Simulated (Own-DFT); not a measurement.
AlGa3N4 (wurtzite random alloy, strained, atoms displaced) (calculated)

Computed with Own-DFT development build. A calculation, not a measurement: plane-wave PBE density functional theory by an unreviewed code, no spin, of a simulated periodic cell, stress positive in tension, free energy of the whole cell less one offset for each atom, forces on such cells passed a denser k mesh, this cell's mesh not checked; offsets are fitted by least squares, one for each functional and potential file, so energies compare only between cells with the same atoms and settings and are not formation energies; the far tail of each file's local potential was reset to the Coulomb form; each entry is a single point on an unrelaxed cell, so the pressure reflects the starting lattice, mostly measured values, from which strain is counted, and rises with the displacements; printed positions are rounded, which can move forces by about a meV/angstrom; the program is a retired in-house code; no spin-orbit coupling.

Settings shared by all entries: functional PBE; potential files PseudoDojo norm-conserving, scalar-relativistic, standard set with the stringent files for Ga; wave cutoff 96 hartree; occupations Gaussian; smearing width 0.01 eV; k mesh 4 x 4 x 3 centred on Gamma.

(1) AlGa3N4 (wurtzite random alloy, strained, atoms displaced)

```xyz
72
Lattice="9.5092 0.0000 0.0000 -4.7546 8.2353 0.0000 0.0000 0.0000 10.0631" Properties=species:S:1:pos:R:3 AlGa3N4
Al     0.0197     1.7769    10.0289
Ga     1.6653     1.0388     2.4449
N     -0.0241     1.8946     1.9649
N      1.5336     0.9839     4.4649
Ga    -0.0264     1.7806     5.0491
Al     1.5567     0.8415     7.5967
N      0.0432     1.7864     6.9979
N      1.5265     0.9060     9.4143
Al    -1.5454     4.5832    10.0524
Ga    -0.0004     3.5989     2.5491
N     -1.5783     4.5324     1.9009
N      0.0078     3.6640     4.3766
Al    -1.5896     4.5173     5.0636
Ga     0.0198     3.7054     7.5168
N     -1.6591     4.5415     6.9515
N     -0.0433     3.6024     9.5346
Ga    -3.1756     7.3373    10.0443
Ga    -1.5957     6.4506     2.4835
N     -3.2340     7.3827     1.9414
N     -1.4992     6.3124     4.4129
Ga    -3.1660     7.3057     5.0409
Ga    -1.6251     6.3735     7.6403
N     -3.1670     7.2935     6.9819
N     -1.5995     6.4068     9.4528
Ga     3.0721     1.9117    10.0203
Ga     4.7749     0.8870     2.5374
N      3.1749     1.8622     1.7846
N      4.7320     0.9224     4.3750
Al     3.2206     1.8066     5.1176
Ga     4.8038     0.9112     7.5694
N      3.2039     1.8622     6.9597
N      4.7904     0.9590     9.3757
Ga     1.5927     4.6275    10.0606
Ga     3.2360     3.6776     2.5689
N      1.5116     4.5123     1.8493
N      3.1718     3.7139     4.3843
Ga     1.5931     4.6648     5.0742
Al     3.1648     3.6329     7.4963
N      1.5677     4.6426     6.9870
N      3.0746     3.5939     9.4625
Ga     0.0732     7.3294     0.0444
Ga     1.5401     6.3061     2.5146
N      0.0405     7.2002     1.9416
N      1.6518     6.4114     4.4690
Ga    -0.0606     7.3100     5.0163
Ga     1.5896     6.3320     7.6305
N      0.0188     7.2979     6.9294
N      1.5714     6.4301     9.4125
Ga     6.4193     1.8638    10.0241
Ga     7.9045     0.9594     2.5097
N      6.3654     1.7979     1.9467
N      7.8956     0.8593     4.4023
Al     6.3998     1.8244     5.0734
Ga     7.9205     1.0154     7.5877
N      6.3332     1.8498     6.8833
N      7.8986     0.9066     9.5137
Ga     4.7598     4.5637     0.0030
Al     6.2832     3.6901     2.4747
N      4.7627     4.5717     1.9151
N      6.3267     3.5978     4.3886
Ga     4.7816     4.6874     5.0769
Ga     6.3593     3.6705     7.6595
N      4.7888     4.5379     6.8535
N      6.3903     3.6574     9.3994
Ga     3.1616     7.2750    10.0358
Al     4.8169     6.3824     2.5106
N      3.1354     7.2424     1.7805
N      4.8083     6.4583     4.3737
Ga     3.0795     7.4799     5.0235
Ga     4.7722     6.3727     7.5517
N      3.2129     7.2922     6.9112
N      4.6961     6.4110     9.4573
```

It finds free energy of cell above offsets -8.013 eV; pressure 11.55 GPa; stress xx -6.72 GPa; stress yy -8.15 GPa; stress zz -19.79 GPa; stress yz 0.78 GPa; stress xz 0.58 GPa; stress xy 0.07 GPa.

Force:
```tsv
element	x (eV/Å)	y (eV/Å)	z (eV/Å)
Al	-1.112	0.947	1.147
Ga	-1.841	-1.087	1.665
N	0.515	-2.588	-2.362
N	2.687	-0.776	-0.389
Ga	-0.027	1.159	-0.027
Al	0.831	0.77	-1.631
N	0.246	0.674	-0.245
N	0.064	0.03	0.512
Al	-0.166	-0.192	0.843
Ga	-0.496	1.913	-0.913
N	-1.507	0.532	-0.728
N	-0.583	0.196	3.052
Al	-0.214	-0.008	-1.189
Ga	-0.696	-1.005	1.032
N	1.478	0.464	-0.741
N	0.224	0.369	-1.167
Ga	-0.311	-0.406	0.684
Ga	-0.635	-1.438	0.295
N	0.771	-0.253	-0.607
N	-1.831	-0.139	0.293
Ga	0.827	0.567	-0.438
Ga	1.094	0.408	-2.502
N	0.192	0.828	-0.017
N	0.528	-0.606	2.206
Ga	1.387	-2.804	-0.734
Ga	-0.152	0.016	-1.554
N	1.405	-0.023	1.942
N	0.297	0.489	2.218
Al	-0.989	0.817	-1.561
Ga	-0.399	-0.585	-1.734
N	-1.262	-0.687	0.211
N	-0.489	-0.214	2.864
Ga	-0.933	-0.962	-0.253
Ga	-1.535	-0.151	-1.56
N	1.523	0.157	1.278
N	0.189	-1.119	2.608
Ga	-0.088	-1.538	-0.771
Al	0.177	0.698	0.475
N	1.265	-2.615	-0.412
N	1.509	3.23	-2.327
Ga	-1.173	0.914	-0.731
Ga	1.948	0.008	0.619
N	-1.009	2.177	-0.587
N	-1.358	0.7	-1.109
Ga	1.385	0.149	0.372
Ga	0.233	2.855	-2.755
N	-0.504	-0.092	0.618
N	0.079	-0.522	1.934
Ga	-1.72	-0.439	1.382
Ga	0.955	-1.753	-0.727
N	-1.338	1.782	-0.966
N	-0.351	3.96	-0.187
Al	-1.314	0.46	-1.828
Ga	-0.091	-1.811	-0.321
N	0.547	0.087	0.724
N	1.895	-0.031	-0.649
Ga	-0.522	-0.285	-0.418
Al	1.681	-0.951	0.859
N	0.735	0.71	-0.153
N	0.774	0.491	0.161
Ga	0.019	-1.127	-2.855
Ga	-1.031	-0.562	-4.281
N	-1.12	-0.254	3.72
N	-0.076	1.097	3.932
Ga	-0.463	0.971	-0.593
Al	-1.628	0.827	-0.273
N	0.928	0.151	3.454
N	-1.006	-0.031	-0.221
Ga	1.437	-4.389	1.157
Ga	-0.656	0.009	-0.643
N	-0.679	0.791	1.092
N	1.481	-0.958	-0.193
```

(2) AlGa3N4 (wurtzite random alloy, strained, atoms displaced)

```xyz
72
Lattice="9.5092 0.0000 0.0000 -4.7546 8.2353 0.0000 0.0000 0.0000 10.0631" Properties=species:S:1:pos:R:3 AlGa3N4
Al    -0.0008     1.8412     9.9966
Ga     1.7212     0.9018     2.4171
N     -0.0385     1.8978     1.8721
N      1.6231     0.9291     4.3948
Ga     0.0288     1.8954     5.0544
Ga     1.5939     0.9503     7.4500
N      0.0634     1.9522     6.9187
N      1.5866     0.8476     9.4598
Ga    -1.5677     4.5588     9.9205
Ga     0.0740     3.6111     2.4743
N     -1.5507     4.5595     1.9388
N     -0.0009     3.6738     4.4533
Ga    -1.5972     4.5191     4.9839
Ga     0.0700     3.6812     7.5538
N     -1.6176     4.5643     6.9370
N      0.0366     3.6753     9.4930
Ga    -3.1846     7.2698     0.0725
Ga    -1.5202     6.4423     2.5457
N     -3.1787     7.2652     1.9824
N     -1.6327     6.3349     4.4042
Ga    -3.1510     7.3282     5.0594
Ga    -1.6450     6.3098     7.5116
N     -3.2501     7.3492     6.9503
N     -1.6625     6.5136     9.4842
Al     3.1615     1.8223    10.0226
Al     4.7484     0.8577     2.5471
N      3.1744     1.8578     1.9055
N      4.7971     0.9990     4.4077
Ga     3.1672     1.9309     5.0765
Al     4.6863     0.9854     7.5623
N      3.2247     1.7931     6.8807
N      4.7766     0.9896     9.4475
Ga     1.6458     4.4913    10.0250
Ga     3.1995     3.7343     2.4818
N      1.6190     4.6251     1.8624
N      3.1346     3.5611     4.4270
Ga     1.5453     4.6004     5.0642
Ga     3.1835     3.6773     7.6178
N      1.5678     4.5309     6.9798
N      3.1278     3.6577     9.4561
Ga     0.0168     7.2269    10.0555
Al     1.5899     6.3787     2.5773
N     -0.0416     7.3134     1.9256
N      1.5350     6.3893     4.4302
Al     0.0051     7.3841     4.9959
Al     1.5175     6.4120     7.5311
N     -0.0183     7.4238     6.9384
N      1.5739     6.4358     9.4084
Ga     6.3297     1.8346     0.0273
Ga     7.9821     0.8612     2.6186
N      6.3397     1.8245     1.9406
N      7.9080     0.8872     4.4854
Ga     6.4151     1.8103     5.1022
Ga     7.9803     0.9056     7.5635
N      6.3894     1.7810     6.9214
N      7.7887     0.9878     9.4327
Ga     4.7477     4.5326    10.0493
Ga     6.3615     3.7535     2.5678
N      4.7832     4.5240     1.9196
N      6.3725     3.6865     4.4301
Al     4.7435     4.5260     5.0927
Ga     6.2816     3.6257     7.5907
N      4.7629     4.5929     6.8834
N      6.3491     3.6663     9.4608
Ga     3.1267     7.3950     0.0928
Al     4.8227     6.4634     2.5736
N      3.0764     7.2779     1.8222
N      4.7749     6.4178     4.5190
Ga     3.1681     7.3161     5.0899
Ga     4.8193     6.3784     7.5647
N      3.2962     7.3173     6.9879
N      4.7481     6.4244     9.3697
```

Results for AlGa3N4 (wurtzite random alloy, strained, atoms displaced): free energy of cell above offsets -7.659 eV; pressure 11.4 GPa; stress xx -8.79 GPa; stress yy -7.47 GPa; stress zz -17.94 GPa; stress yz 0.07 GPa; stress xz 1.12 GPa; stress xy -0.15 GPa.

Force:
```tsv
element	x (eV/Å)	y (eV/Å)	z (eV/Å)
Al	-0.494	-0.633	0.757
Ga	-2.522	0.245	1.34
N	0.927	-2.699	-1.001
N	-0.34	-0.039	0.238
Ga	0.218	-1.319	-1.268
Ga	0.159	-0.713	1.346
N	-0.726	-1.793	0.861
N	-0.329	2.013	0.097
Ga	-0.188	1.125	2.444
Ga	-0.787	1.68	0.586
N	0.371	0.726	-1.134
N	0.38	0.024	-0.861
Ga	0.422	0.953	0.696
Ga	-2.077	0.37	0.519
N	0.407	-1.154	0.26
N	-0.166	-1.199	-0.728
Ga	-1.296	0.609	-0.551
Ga	-1.237	-1.973	-0.474
N	-0.013	0.599	-0.421
N	1.611	1.665	1.458
Ga	0.116	0.375	-0.578
Ga	0.383	2.745	0.335
N	2.019	0.032	-0.234
N	1.754	-2.266	-1.099
Al	0.194	-0.719	0.672
Al	0.684	1.819	-0.787
N	1.911	0.06	-1.463
N	-0.528	-1.697	0.083
Ga	0.251	-3.359	-1.661
Al	2.134	-1.374	0.118
N	-0.564	1.288	2.42
N	-1.736	-0.587	-0.432
Ga	-1.653	2.74	0.78
Ga	-0.515	-1.264	0.789
N	-0.123	0.309	0.947
N	0.761	4.696	-0.437
Ga	0.69	-0.823	-0.363
Ga	0.157	-0.213	-2.098
N	1.491	2.354	-0.188
N	1.895	-1.829	0.471
Ga	-0.574	1.672	-0.118
Al	-0.577	0.268	-1.349
N	2.262	0.669	0.318
N	0.107	0.91	0.062
Al	-0.913	-0.046	0.6
Al	0.989	0.811	-0.105
N	0.312	-1.192	-0.493
N	0.507	-1.119	-0.314
Ga	-0.876	0.729	1.207
Ga	-0.986	1.091	-1.828
N	-0.372	-0.471	0.78
N	1.424	0.063	0.105
Ga	-1.305	0.914	-1.819
Ga	-0.143	0.079	-0.438
N	-1.341	0.379	1.952
N	3.738	-0.705	0.445
Ga	0.29	1.294	0.408
Ga	0.607	-1.935	-1.036
N	-0.118	2.603	-0.13
N	-2.037	-0.644	1.234
Al	0.15	0.378	-2.218
Ga	0.813	-0.369	-1.308
N	-0.438	-0.993	1.299
N	-0.543	0.016	0.056
Ga	0.345	-0.393	-4.636
Al	-1.779	-1.487	0.209
N	1.54	-0.468	5.287
N	-0.809	-1.5	-1.872
Ga	0.243	-0.403	0.086
Ga	-0.868	0.045	-1.024
N	-2.768	-0.427	-0.068
N	-0.523	-0.548	3.271
```
